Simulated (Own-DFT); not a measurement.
Simulation results for Si₄SnGe₁₁ (diamond-structure random alloy, atoms displaced)

Computed with Own-DFT development build. A calculation, not a measurement: plane-wave density functional theory by an unreviewed code, no spin, of a simulated periodic cell, stress positive in tension, run twice, with PBE and with PBEsol, both on files made for PBE, so the change isn't that of files made for PBEsol, forces on such cells moved up to 12 meV/angstrom on a denser k mesh; the far tail of each file's local potential was reset to the Coulomb form; each entry is a single point on an unrelaxed cell, so the pressure reflects the starting lattice, mostly measured values (interpolated for alloys), from which strain is counted, and rises with the displacements; printed positions are rounded, which can move forces by about a meV/angstrom; the program, named Own-DFT, is a retired in-house code; no spin-orbit coupling; stress was not checked against mesh or cutoff.

```xyz
64
Lattice="11.3064 0.0000 0.0000 0.0000 11.3064 0.0000 0.0000 0.0000 11.3064" Properties=species:S:1:pos:R:3:PBE_force_x:R:1:PBE_force_y:R:1:PBE_force_z:R:1:PBEsol_force_x:R:1:PBEsol_force_y:R:1:PBEsol_force_z:R:1 formula=Si4SnGe11 functional=PBE,then_PBEsol potential_files=PseudoDojo_norm-conserving,scalar-relativistic,standard_set wave_cutoff=49 occupations=Fermi-Dirac smearing_width=0.1 k_mesh=3_x_3_x_3_centred_on_Gamma PBE_pressure=5.4 PBE_stress_xx=-5.28 PBE_stress_yy=-5.37 PBE_stress_zz=-5.54 PBE_stress_yz=0.38 PBE_stress_xz=-0.81 PBE_stress_xy=-0.33 PBEsol_pressure=2.69 PBEsol_stress_xx=-2.59 PBEsol_stress_yy=-2.66 PBEsol_stress_zz=-2.83 PBEsol_stress_yz=0.37 PBEsol_stress_xz=-0.8 PBEsol_stress_xy=-0.31 rms_change_of_force_components_from_PBE_to_PBEsol=0.063
Ge    11.1714    11.2322     0.0843      0.781      0.697     -0.449      0.801      0.675     -0.449
Ge    11.2905     2.8357     2.7510     -1.369      0.804      1.362     -1.281      0.736      1.285
Ge     2.8665     0.0337     2.8661      -1.66     -0.586     -0.321     -1.602     -0.566     -0.294
Ge     2.8403     2.7594     0.0457     -2.515      -1.04     -1.744     -2.426     -0.999     -1.702
Ge     1.4530     1.4896     1.5736     -0.189     -1.352     -1.575      -0.17     -1.297     -1.517
Si     1.2939     4.3193     4.2196      1.714     -1.097     -0.727      1.674     -1.064     -0.721
Ge     4.1451     1.2004     4.3141      1.762      2.164     -1.957       1.62      2.113     -1.932
Sn     4.2233     4.1579     1.3047      1.653       1.73      1.443       1.56      1.717      1.357
Si    11.2574    11.1633     5.6268     -0.175       1.73      0.688     -0.139      1.652      0.705
Si     0.0587     2.8428     8.5929     -1.526      0.137     -0.713     -1.439      0.176     -0.734
Ge     2.8406     0.0902     8.4937     -0.559     -0.607      -0.31     -0.554     -0.581     -0.309
Sn     2.9899     2.7624     5.7453     -3.518      0.029     -2.224     -3.389     -0.005     -2.119
Ge     1.3556     1.5374     7.1571     -0.988     -1.922      -0.17     -0.869     -1.877     -0.164
Ge     1.4666     4.2083     9.8595      0.355       0.01      0.343      0.419      0.007      0.333
Ge     4.2360     1.5630     9.8815     -1.425     -1.535      0.435     -1.382     -1.483       0.42
Ge     4.2790     4.2095     6.9849      1.995      1.461      2.814      1.929      1.431      2.731
Si     0.0821     5.5553    11.2275     -1.016      0.848      0.717     -0.949       0.86      0.663
Si    11.2453     8.5321     2.8652      0.491     -0.805      0.404      0.564     -0.791      0.418
Ge     2.9556     5.6480     2.9053     -2.435      0.129     -0.064     -2.337      0.153      -0.07
Ge     2.8208     8.4655     0.1123     -1.698      1.033     -0.274     -1.645      0.992     -0.256
Ge     1.3342     7.0623     1.4420      0.192     -0.326      0.344      0.255     -0.303      0.318
Ge     1.4353     9.9655     4.2739     -0.245      -0.96     -0.506     -0.158     -0.936     -0.505
Ge     4.2282     6.9547     4.3978      0.091      2.058     -2.804      0.056      1.959     -2.675
Ge     4.1333     9.9372     1.5077      -0.26     -1.372      0.179     -0.288     -1.287      0.144
Ge     0.0444     5.6265     5.6138      0.706      1.169      0.278      0.654      1.126      0.354
Ge     0.0178     8.3614     8.5562     -0.155       1.41       -1.5     -0.155      1.372     -1.452
Ge     2.9222     5.5897     8.4158     -1.797     -0.457     -0.919     -1.741     -0.449     -0.885
Ge     2.9091     8.4577     5.5847     -1.502      0.434      0.788     -1.447      0.418      0.779
Ge     1.3692     7.1544     7.1014      1.225      -1.27     -1.047      1.184     -1.234     -1.009
Ge     1.2828     9.8726     9.7560      1.582      0.963      2.041      1.522      0.918      1.972
Sn     4.2122     7.0699     9.8784     -0.532      1.525     -0.895     -0.494      1.473     -0.859
Ge     4.1991     9.8165     7.0755      0.861      1.251       0.08      0.815      1.184      0.093
Sn     5.5563     0.0058     0.0516      0.646       0.69      0.018      0.637      0.662      0.017
Si     5.6979     2.8892     2.8125      1.391     -1.616      1.677      1.336     -1.611      1.605
Ge     8.5065    11.2359     2.8015       0.83     -0.176     -0.144       0.72      -0.17     -0.149
Ge     8.2959     2.9655    11.2319      4.572     -3.664      3.745      4.379     -3.544      3.615
Ge     7.2295     1.3477     1.4538     -1.261      1.793      0.054     -1.214      1.709      0.028
Si     7.1623     4.2429     4.3592     -1.431      0.607     -1.265     -1.367      0.621     -1.198
Si     9.8335     1.2689     4.1581      0.946          1      1.154       0.89      1.003      1.089
Si     9.8640     4.3077     1.3932      0.189     -0.372     -0.842      0.145     -0.391     -0.785
Si     5.5195     0.0414     5.5513      2.468     -2.095      2.025       2.41     -2.056      1.984
Ge     5.5812     2.7294     8.5272      2.228      1.988     -1.301      2.148      1.916     -1.253
Ge     8.4075     0.1636     8.5276      1.967     -2.818      1.954      1.862      -2.74      1.846
Ge     8.4797     2.8588     5.7091      0.296     -1.504     -0.546       0.31     -1.446     -0.465
Ge     7.1187     1.3035     7.1584     -2.546      1.688     -2.638     -2.436       1.66     -2.504
Ge     7.2384     4.2033     9.9470     -5.219      2.238     -2.458      -5.05      2.172     -2.377
Si     9.8819     1.4577     9.9138     -0.118      0.685      0.452     -0.159      0.628      0.475
Ge     9.9656     4.2973     6.8835     -0.751     -0.755      2.937     -0.746     -0.722      2.798
Ge     5.6265     5.7890    11.2602      2.228     -2.482      0.478      2.118     -2.445      0.424
Si     5.6118     8.5674     2.7425      0.403     -1.558      0.331       0.37     -1.482      0.347
Ge     8.5487     5.7289     2.8455     -1.269     -0.719     -0.698     -1.228      -0.71     -0.678
Si     8.4687     8.3630     0.0018      0.887      0.924      0.077       0.89      0.922     -0.012
Si     7.0243     7.0522     1.2290      0.402      0.777       2.28      0.355      0.681      2.231
Ge     7.0356     9.9398     4.0931     -0.836     -0.634      1.481     -0.752     -0.592       1.42
Si    10.0213     6.8780     4.1892       -0.5      2.505      0.238     -0.516      2.399      0.265
Si     9.8857     9.8230     1.4941     -0.805     -0.748     -0.698     -0.806     -0.646     -0.701
Ge     5.5094     5.6994     5.6865      3.531     -1.163      0.804      3.371     -1.099      0.803
Ge     5.7523     8.5427     8.5302     -0.423     -0.289     -1.884     -0.412     -0.279     -1.816
Ge     8.2887     5.6441     8.5548      2.377      1.125     -2.157      2.303      1.096     -2.078
Ge     8.4643     8.3909     5.6150      1.699       1.05      -1.31      1.611      1.021     -1.222
Ge     7.0960     7.1603     6.9850     -1.485     -1.219      1.191     -1.449     -1.174      1.163
Ge     6.9890     9.7913    10.0011      2.208      0.672     -0.219      2.079      0.666     -0.256
Ge     9.9501     7.1124     9.8000     -1.622     -2.219      2.083     -1.554     -2.135      1.956
Ge     9.9334     9.8670     7.1742     -0.843      0.036     -0.537     -0.833     -0.003     -0.493
```

Units: wave_cutoff in hartree; smearing_width in eV; PBE_pressure, PBE_stress_xx, PBE_stress_yy, PBE_stress_zz, PBE_stress_yz, PBE_stress_xz, PBE_stress_xy, PBEsol_pressure, PBEsol_stress_xx, PBEsol_stress_yy, PBEsol_stress_zz, PBEsol_stress_yz, PBEsol_stress_xz, PBEsol_stress_xy in GPa; rms_change_of_force_components_from_PBE_to_PBEsol, PBE_force_x, PBE_force_y, PBE_force_z, PBEsol_force_x, PBEsol_force_y, PBEsol_force_z in eV/Å.
